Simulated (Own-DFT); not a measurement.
# Shaking the atoms of beta-Si3N4, 112 atoms (N64Si48)

All numbers below are calculated, not measured. They come from Own-DFT, an in-house plane-wave density functional program, since retired, whose code no person has reviewed. Each row is one single-point run on a periodic cell that was not relaxed, without spin or spin-orbit coupling.

Settings of every run: PBEsol; PseudoDojo norm-conserving scalar-relativistic files, made for PBE; cutoff 42 hartree; 2 x 2 x 4 k mesh centred on Gamma; Fermi-Dirac smearing of 0.1 eV.

Known limits, some of them of some rows only: some atoms lie very close together; forces on such cells moved up to 12 meV/angstrom on a denser k mesh; stress not checked against mesh or cutoff.

Cell vectors in Å: (15.212, 0.000, 0.000); (-7.606, 13.174, 0.000); (0.000, 0.000, 5.818). In each run every atom was moved at random and independently from its ideal site; u is the rms move along one axis. E is the free energy for each atom above the fitted value at u = 0, and F the rms of the force components.

```
run,u (Å),E (meV/atom),F (eV/Å),largest force (eV/Å),P (GPa)
1,0.0196,20.2,0.920,3.76,3.16
2,0.0208,19.1,0.887,3.35,3.06
3,0.0510,128.5,2.152,7.55,6.03
4,0.0515,?,?,?,?
5,0.0532,140.4,2.370,13.52,6.52
6,0.1024,498.1,5.079,27.35,14.83
7,0.1028,454.7,4.712,28.45,14.19
8,0.1039,593.1,5.796,32.76,18.76
9,0.1443,832.7,6.187,31.81,22.79
```

## Worked fit

For small independent moves the energy grows as E = (3/2) K u², with K the mean stiffness felt by one atom. The runs with u up to 0.11 Å give K = 32.5 ± 1.4 eV/Å², with residuals divided by u² + 0.0006 Å², since the noise grows with the moves. The scatter is 11.7 meV/atom at u = 0.05 Å. The forces follow F = G u with G = 47.0 eV/Å²; no force at u = 0 is resolved. G exceeds K because the moves of its neighbours add to the force on an atom, and stiffness differs between atoms. At u = 0.144 Å the parabola gives 1015 meV/atom and the run 833. The pressure follows P = 2.70 + 1250 u² GPa: at fixed volume, shortened bonds push harder than stretched ones pull.

## Withheld run

Question: what energy and rms force should run 4 give?

The fit gives 129 ± 13 meV/atom and about 2.42 eV/Å. The calculation gave 112.3 meV/atom and 1.968 eV/Å. This run lies off the fit, by chance or by something that the fit leaves out.
